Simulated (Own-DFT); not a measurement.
# A surface energy from a slab and the bulk: wurtzite AlN, m plane (10-10)

Calculated, not measured: single-point runs of Own-DFT, a retired in-house plane-wave DFT program that no person has reviewed, on unrelaxed cells, without spin or spin-orbit coupling.

Known weak points (not all hold for every row): some atoms lie very close together; k mesh not checked against a denser one.

Both sets of runs: PBE; PseudoDojo norm-conserving scalar-relativistic files; cutoff 42 hartree; Gaussian smearing of 0.01 eV. The slab has 128 atoms in 16 layers, two equal faces of 62.02 Å² as cut, 15 Å of vacuum, a dipole correction along the normal and a 6 x 3 x 1 mesh. The bulk cell has 72 atoms, the same measured lattice constants and a 4 x 4 x 3 mesh. In the slab only the 32 atoms nearest the faces were moved at random; u is their rms move along one axis. Energies are counted from -174.06 eV for each atom.

```
slab run,u (Å),E (eV, cell)
1,0.0487,21.344
2,0.0520,20.532
3,0.0523,21.000
4,0.0560,21.591
5,0.0898,26.048
6,0.0918,24.182
7,0.0957,28.944
8,0.0962,26.702
9,0.0982,27.520
10,0.0988,27.614
11,0.1043,27.517
12,0.1049,30.019
```

| bulk run | u (Å) | E (meV/atom) |
|---|---|---|
| 1 | 0.0179 | -3.99 |
| 2 | 0.0189 | -2.45 |
| 3 | 0.0190 | -2.54 |
| 4 | 0.0194 | -2.65 |
| 5 | 0.0195 | -2.45 |
| 6 | 0.0197 | -1.55 |
| 7 | 0.0206 | -1.22 |
| 8 | 0.0974 | 265.91 |
| 9 | 0.1014 | 301.06 |
| 10 | 0.1034 | 317.15 |

The question: what is the energy of the unrelaxed surface?

## Answer

Take each set to u = 0 with E = a + b u². Residuals are scaled by 1/(u² + 0.0006 Å²) to tame the large moves. Slab: a = 18.67 ± 0.37 eV. Bulk: a = -13.7 ± 0.2 meV/atom. The excess is 18.67 - 128 x (-0.0137) = 20.42 ± 0.37 eV. Over two faces that is 165 meV/Å², or 2.64 ± 0.05 J/m². Relaxing the faces would lower the energy, and the unlike meshes and the reach from the smallest u down to zero add errors that aren't counted here.
